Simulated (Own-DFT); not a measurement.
SiC (2H silicon carbide, strained, atoms displaced) (calculated)

Computed with Own-DFT development build. A calculation, not a measurement: plane-wave PBE density functional theory by an unreviewed code, no spin, of a simulated periodic cell, stress positive in tension, free energy of the whole cell less one offset for each atom, forces on such cells passed a denser k mesh, this cell's mesh not checked; offsets are fitted by least squares, one for each functional and potential file, so energies compare only between cells with the same atoms and settings and are not formation energies; the far tail of each file's local potential was reset to the Coulomb form; each entry is a single point on an unrelaxed cell, so the pressure reflects the starting lattice, mostly measured values (interpolated for alloys), from which strain is counted, and rises with the displacements; printed positions are rounded, which can move forces by about a meV/angstrom; the program, named Own-DFT, is a retired in-house code; no spin-orbit coupling.

Common to all runs: functional PBE; potential files PseudoDojo norm-conserving, scalar-relativistic, standard set; wave cutoff 42 hartree; occupations Fermi-Dirac; smearing width 0.1 eV; hardware one NVIDIA H100; k mesh 4 x 4 x 3 centred on Gamma.

(1) 
```xyz
72
Lattice="9.2630 -0.1486 0.0013 -4.7602 8.2312 -0.0389 0.0015 -0.0481 10.2349" Properties=species:S:1:pos:R:3:force_x:R:1:force_y:R:1:force_z:R:1 formula=SiC free_energy_of_cell_above_offsets=-5.740 pressure=-2.47 stress_xx=-1.29 stress_yy=6.62 stress_zz=2.09 stress_yz=-1.9 stress_xz=0.76 stress_xy=-6.14 wall_time=362.9
Si    -4.7509     8.2296     0.0224     -0.328      0.693     -1.594
Si    -0.0360     1.7803     2.5405      0.439      0.515     -0.077
C      4.5113     8.0578     1.8756     -0.257      0.038      0.705
C     -0.0186     1.7987     4.4572     -1.214     -1.774     -0.202
Si     4.5223     7.9888     5.0956     -0.879       1.37     -0.107
Si    -0.0703     1.8037     7.6293      0.908     -0.509       0.83
C      4.5040     7.9705     7.0201      0.468      2.189     -1.063
C     -0.0232     1.7723     9.5703     -0.776     -0.063      0.231
Si     7.6581     2.5446    10.1820      0.178      0.459     -0.147
Si    -1.6520     4.4884     2.5118      0.602      1.331      1.044
C      7.6706     2.5826     1.9032      1.458       0.08     -1.272
C     -1.6485     4.5381     4.4203      1.001     -0.307        0.4
Si    -1.5363     2.7441     5.0425      -1.04      0.527      0.952
Si    -1.7013     4.4815     7.6653      1.752      2.231     -0.133
C     -1.5312     2.8141     7.0473     -1.069     -2.826     -1.075
C     -1.6173     4.6758     9.5516      -1.73     -3.421     -0.417
Si    -3.1671     5.4776    -0.0170      0.394      1.913     -0.548
Si    -3.2282     7.2066     2.4784      1.197      2.648      0.965
C     -3.0577     5.5563     1.8301     -2.156     -2.681       0.55
C     -3.2432     7.3196     4.4341      0.719     -1.509     -0.403
Si    -3.0896     5.4596     5.1051     -1.834       0.03     -1.115
Si    -3.2447     7.2537     7.6335      0.484      0.234      1.576
C     -3.1609     5.4997     6.9933      0.787     -0.291     -0.066
C     -3.2347     7.2969     9.6189      0.129     -1.071     -0.693
Si    -1.6941     8.1632     0.0777      0.884      0.298     -3.569
Si     2.9964     1.7413     2.5913      1.101      0.032       -0.7
C     -1.5902     8.1653     1.8343     -1.626      0.335      3.147
C      3.0699     1.6819     4.5519     -0.658      0.823     -1.192
Si     3.0507    -0.0592     5.1226      0.997     -1.498      0.374
Si     3.0658     1.6809     7.6857      -0.17      1.111     -0.483
C     -1.7061     8.1067     7.0671     -0.128      0.933     -1.536
C      3.0180     1.6873     9.5769      0.921       0.65      0.628
Si     1.5199     2.6695    10.1453     -0.518      0.373      1.148
Si     1.4705     4.5291     2.5705     -1.853     -0.848     -0.624
C      1.4735     2.7506     1.9347      0.448     -1.201     -0.802
C      1.3808     4.4025     4.4011      2.072      0.929      1.301
Si     1.4594     2.5898     5.0562      1.704      2.008      1.608
Si     1.5430     4.4506     7.7331     -1.754      0.524     -2.337
C      1.4650     2.6882     7.0417      1.225     -1.126     -0.481
C      1.3745     4.5464     9.5515      2.797     -1.725      0.966
Si    -0.1196     5.3562    10.1676      1.067      2.696      2.048
Si    -0.0836     7.2488     2.5354     -2.129     -1.407      0.476
C     -0.1397     5.4181     2.0167      1.343       0.19     -2.527
C     -0.1602     7.1621     4.3919      0.652      1.408      2.066
Si     0.0099     5.4231     5.1442     -2.144       -0.7     -1.355
Si    -0.2381     7.1753     7.6674      2.286     -0.616     -0.356
C     -0.1523     5.2995     6.9792      1.239      1.662      1.342
C     -0.0651     7.2132     9.5268     -1.616     -0.445      1.592
Si     1.4213     8.1158     0.0172     -0.655      0.722      -0.85
Si     6.2535     1.7320     2.5242     -3.562     -1.099        1.2
C      1.3555     8.1166     1.9891      2.747      1.045      -2.26
C      6.1562     1.7315     4.4434      0.062      -0.77      0.548
Si     6.1785    -0.1228     5.1954     -0.985      0.601     -1.131
Si     6.1825     1.7124     7.6616     -0.517     -0.594     -0.779
C      6.1286    -0.1136     7.0993      0.747     -0.336      -0.58
C      6.0736     1.6878     9.5234      0.959      0.068      1.764
Si     4.5866     2.6596     0.0650     -0.528     -0.263     -2.877
Si     4.5291     4.4936     2.4772      0.849     -1.154      0.459
C      4.5892     2.6002     1.8519      0.298      0.906      2.389
C      4.5197     4.4227     4.3863      0.716      0.454      0.646
Si     4.5869     2.5930     5.1470       0.66      1.124     -2.559
Si     4.7148     4.3959     7.6399     -3.385      0.712     -0.549
C      4.6930     2.6838     6.9268     -0.887     -1.496      2.863
C      4.6098     4.4773     9.5234      -0.99     -1.499      0.996
Si     3.0569     5.4170    -0.0226     -1.518      0.386      -1.04
Si     2.9407     7.2058     2.5195      -0.03      -0.29      0.031
C      2.9419     5.3419     1.8657      1.578      1.593      0.083
C      2.9412     7.2485     4.4233      0.216     -1.073      0.186
Si     3.0161     5.4263     4.9985     -0.746     -1.618      1.219
Si     3.0334     7.1812     7.6668     -2.754     -1.336     -0.158
C      2.9936     5.3295     6.9782      1.352       0.76      0.378
C      2.9449     7.2270     9.5591      0.997     -1.054      0.946
```

Units: free_energy_of_cell_above_offsets in eV; pressure, stress_xx, stress_yy, stress_zz, stress_yz, stress_xz, stress_xy in GPa; wall_time in s; force_x, force_y, force_z in eV/Å.

(2) 
```xyz
72
Lattice="9.1605 -0.1025 0.1308 -4.6690 7.9841 -0.1066 0.1424 -0.0518 9.8760" Properties=species:S:1:pos:R:3:force_x:R:1:force_y:R:1:force_z:R:1 formula=SiC free_energy_of_cell_above_offsets=-4.456 pressure=14.76 stress_xx=-12.67 stress_yy=-11.72 stress_zz=-19.9 stress_yz=-1.99 stress_xz=4.8 stress_xy=-6.86 wall_time=339.5
Si     4.4998     7.8052     9.8291       4.61       0.88      2.328
Si     0.0176     1.7110     2.5354     -0.879      1.434     -3.507
C      9.1733    -0.1071     2.0939      0.329     -0.154     -2.524
C      0.0884     1.7003     4.2545      -0.82      0.979      4.007
Si     0.1126    -0.0038     4.9153     -1.296     -0.517        0.4
Si     0.0832     1.6815     7.3154     -0.286      0.232      1.204
C      4.5716     7.7842     6.7991      1.201      0.596     -0.014
C      0.0576     1.6749     9.2663      0.109      0.433     -1.395
Si     7.6912     2.5335     9.9625      3.254      0.448       1.94
Si    -1.5528     4.4413     2.4377     -0.359     -1.062      0.013
C      7.6016     2.5384     1.9777      1.913      1.003     -0.325
C     -1.5217     4.3749     4.3418       0.18      0.296     -1.112
Si     7.6571     2.4857     5.0991      0.466      0.586       -3.6
Si    -1.4674     4.3655     7.3596     -0.419       0.34      0.097
C      7.6581     2.5005     6.8321      1.593      0.083      2.708
C     -1.4277     4.3534     9.2445     -2.286      0.071     -0.669
Si     5.9386     5.1794     0.0967      1.174       0.36     -1.319
Si    -3.1257     7.1087     2.4436     -0.662     -1.244     -1.852
C      5.9951     5.1686     1.9286      3.435      2.149      0.115
C     -3.0687     7.1190     4.2426     -0.564     -1.874      0.556
Si    -3.0349     5.3322     4.8563      1.687      0.238       1.56
Si    -3.0199     6.9456     7.3251       0.18      1.971      0.139
C      6.1169     5.1353     6.9153      1.752      0.076     -1.896
C     -2.9925     6.9665     9.1428     -0.916       1.03      1.707
Si    -1.4408     7.8811     9.7972      -3.08      0.496      0.043
Si     3.0083     1.6706     2.4613      1.175      1.415      1.232
C     -1.6517     7.9144     1.7952      1.407     -0.091     -0.747
C      3.1176     1.7115     4.4041      -0.29     -0.782      -1.04
Si    -1.6322     7.8762     4.9262      2.925      2.222      0.107
Si     3.1551     1.7212     7.4713     -0.877     -1.259     -3.143
C     -1.4699     7.8987     6.7580     -0.944      0.177      0.421
C      3.1935     1.6741     9.2026     -0.745     -0.904        3.2
Si     1.6236     2.5207     9.7775     -0.221      0.397      2.071
Si     1.4845     4.3898     2.4295      1.758     -0.397      0.784
C      1.5031     2.6195     1.8999      0.241       -0.3      -1.76
C      1.5585     4.3028     4.3767      0.312       1.45      -1.59
Si     1.6040     2.5653     4.9311     -0.366      0.093     -0.842
Si     1.5620     4.2892     7.4357     -0.077      1.857     -3.095
C      1.6051     2.5971     6.7283      0.055     -0.905      1.928
C      1.5976     4.2803     9.1667     -0.042      1.122      3.763
Si     0.0209     5.2215     9.7984      1.931     -0.169       0.32
Si    -0.0324     7.0466     2.3622     -1.365      0.154      2.152
C      0.0004     5.2659     1.7938     -0.679      0.574      0.136
C     -0.0697     7.1168     4.3375      1.375     -2.326     -1.548
Si     0.0292     5.2277     4.8436     -0.286      1.524      1.698
Si     0.1025     7.0680     7.3884     -2.342     -1.728     -0.573
C      0.0106     5.2652     6.7816       1.34     -0.086     -0.284
C     -0.0231     6.9999     9.2546      3.101      -0.07      -0.52
Si     6.0898    -0.0268     0.1106       0.22     -0.953      0.498
Si     6.1520     1.7550     2.6235     -1.999     -0.987      -2.75
C      6.1095    -0.0395     2.0004      1.225      0.087     -1.078
C      6.1535     1.6938     4.3558     -0.027     -0.642       3.59
Si     1.5992     7.8459     4.8896     -2.812      1.504     -0.017
Si     6.2146     1.6388     7.4866     -0.817      0.358      0.834
C      6.2302    -0.0969     6.8733      1.004      0.187        0.2
C      6.3104     1.6804     9.4321     -3.964     -1.552     -2.949
Si     4.6500     2.5121     9.9044      0.934      1.343       0.39
Si     4.5775     4.4238     2.5419     -1.441     -3.506      0.931
C      4.5671     2.5622     1.8731     -0.208      0.607      1.245
C      4.7070     4.3766     4.4366     -3.266     -1.023     -1.235
Si     4.6064     2.5926     5.0216      0.945     -0.572     -0.505
Si     4.6390     4.3069     7.4132      -1.39       0.51      0.966
C      4.6548     2.5738     6.8925      0.684     -0.764     -0.675
C      4.5404     4.3259     9.2602      2.424     -1.602      0.478
Si     3.0295     5.3016     0.0170     -2.019     -1.979      0.408
Si     2.9915     7.0246     2.4595     -0.377     -0.059      0.622
C      3.1464     5.2807     1.8803     -3.112     -0.079     -0.201
C      3.0617     6.9994     4.3324      0.546     -0.961     -0.171
Si     3.0866     5.2303     4.9903      0.041      0.029     -0.456
Si     3.0610     6.9434     7.3829       0.09      1.559      1.195
C      3.1278     5.2851     6.8435     -0.881     -3.065      -0.77
C      3.1279     6.9235     9.3080     -3.503      0.739     -1.828
```

Units: free_energy_of_cell_above_offsets in eV; pressure, stress_xx, stress_yy, stress_zz, stress_yz, stress_xz, stress_xy in GPa; wall_time in s; force_x, force_y, force_z in eV/Å.

(3) 
```xyz
72
Lattice="9.1164 -0.1672 0.1306 -4.7030 8.1689 0.0047 0.1422 0.0879 10.0987" Properties=species:S:1:pos:R:3:force_x:R:1:force_y:R:1:force_z:R:1 formula=SiC free_energy_of_cell_above_offsets=-4.904 pressure=5.94 stress_xx=-12.12 stress_yy=-0.44 stress_zz=-5.26 stress_yz=2.66 stress_xz=4.42 stress_xy=-8.88 wall_time=350.8
Si     4.3767     7.9673     0.1395      4.494      1.851      0.754
Si     0.0464     1.7878     2.4329     -0.615      0.814      3.245
C      0.0432     0.0746     1.9229     -0.718     -2.427     -0.647
C      0.1237     1.8133     4.5140     -3.046     -0.068     -2.607
Si     4.4709     8.0147     5.1523      1.163      1.503      1.756
Si     0.0499     1.7791     7.5624       0.14      2.578      0.584
C      0.1723     0.1160     6.9459     -1.647     -2.669     -0.366
C      0.1463     1.9042     9.5133     -1.142     -1.052     -0.454
Si    -1.5138     2.6559     0.0873     -1.448      1.092     -2.392
Si    -1.4816     4.5016     2.5451     -3.811      0.289      1.327
C     -1.5104     2.7083     1.9522      1.536      0.903     -0.927
C     -1.5855     4.5836     4.4737      1.589      -0.54     -1.076
Si    -1.4903     2.7969     5.0393      0.113     -0.625       0.69
Si    -1.4443     4.6680     7.6164      -2.11     -2.796      0.138
C     -1.4615     2.8080     6.9556       0.25      0.036      0.244
C     -1.5509     4.6770     9.4930      1.887     -2.886     -0.166
Si     6.0754     5.3062    10.1739      -0.24      1.607      2.052
Si    -3.2131     7.2474     2.6215      0.851     -1.083     -0.451
C     -3.0755     5.4647     1.9055     -1.165     -0.518     -0.034
C     -3.1258     7.2961     4.5114     -0.226     -1.061     -0.904
Si    -3.0375     5.4941     5.1006     -0.462      0.403     -1.065
Si    -3.0975     7.2658     7.6163      -0.25     -0.145     -0.938
C     -2.9730     5.4646     6.9079     -0.544      1.188      1.547
C     -3.0186     7.2558     9.4243     -1.268      0.625      2.073
Si    -1.5447     8.1977    10.1381     -0.257     -0.656     -0.087
Si     3.0605     1.6700     2.5916     -1.106      0.521     -0.298
C     -1.6894     8.0381     2.0268      1.255       1.77     -1.878
C      3.0152     1.7171     4.4479      0.541      1.743      0.436
Si     3.0896     0.0162     5.1012      0.007     -0.985      0.985
Si     3.0857     1.8651     7.5788     -0.215     -2.211      1.133
C     -1.6435     8.1157     7.0508      2.736      1.726     -1.611
C      3.1229     1.8041     9.4915     -1.123      0.211      0.869
Si     1.3940     2.7517     0.0710      2.603     -2.305     -0.683
Si     1.4643     4.4004     2.5437     -1.167      2.562      1.714
C      1.4802     2.7547     1.9131      1.209     -2.351     -0.021
C      1.4975     4.5263     4.5216      0.105     -0.085     -1.531
Si     1.5289     2.7316     5.0835      1.208      0.188      0.351
Si     1.5564     4.4843     7.7094      0.058      0.117      -2.39
C      1.5853     2.6900     6.9322     -0.534      1.241      1.393
C      1.5779     4.5177     9.5528     -0.538       1.74      0.096
Si     0.0003     5.4246    10.1312     -0.015      1.751      0.118
Si    -0.0587     7.2647     2.5736     -3.027     -2.427      0.508
C     -0.1406     5.3983     1.9365      3.776      1.122     -0.682
C     -0.1015     7.2610     4.4121      0.744     -0.063      1.571
Si    -0.0349     5.4897     5.0821      0.026     -0.598      0.185
Si    -0.0096     7.2433     7.6162     -1.113      0.035      0.172
C     -0.0037     5.4182     6.9966      2.595      1.671     -0.394
C     -0.0177     7.2671     9.4942      0.916     -0.663      1.602
Si     1.3766     7.9897     0.2537     -0.103      0.314     -5.793
Si     6.1333     1.7359     2.5577     -3.029     -1.055      1.997
C      1.3958     8.0230     1.9724      1.959      1.509      2.663
C      6.0302     1.7426     4.5234      2.057     -0.148      -1.19
Si     6.1516    -0.0100     5.1141     -0.937     -0.697      0.501
Si     6.1277     1.7702     7.7013      0.195     -0.534     -0.631
C      6.1689    -0.0478     6.9992      0.703      0.509      0.283
C      6.2291     1.6467     9.5589     -0.669      1.136       2.11
Si     4.4806     2.4785     0.1251      0.849      1.531     -1.368
Si     4.4114     4.4714     2.6359      3.333     -1.348        0.3
C      4.4880     2.6477     1.9863      1.293     -0.543      0.219
C      4.5782     4.4522     4.5726     -1.318     -0.033     -1.317
Si     4.5520     2.6361     5.0897      -0.56      0.566      1.359
Si     4.5962     4.5497     7.6822     -0.134     -2.062      0.059
C      4.5911     2.6975     7.0719      0.972       0.51     -1.211
C      4.5816     4.4390     9.5837      -0.32     -0.441     -0.166
Si     2.9628     5.3013     0.1490      0.357      0.871      -2.83
Si     2.9244     7.0562     2.6347      0.359      1.595      0.549
C      2.9706     5.2981     1.9251     -0.828      1.198      2.174
C      2.9627     7.1815     4.6293     -0.641     -0.259      -2.79
Si     3.0545     5.4100     5.0858     -0.612     -1.096      1.772
Si     3.0082     7.1675     7.6775      0.344      1.217      0.088
C      3.0943     5.4027     7.0117     -0.918      0.213      0.661
C      3.1264     7.3245     9.6350     -4.365     -4.028     -1.378
```

Units: free_energy_of_cell_above_offsets in eV; pressure, stress_xx, stress_yy, stress_zz, stress_yz, stress_xz, stress_xy in GPa; wall_time in s; force_x, force_y, force_z in eV/Å.
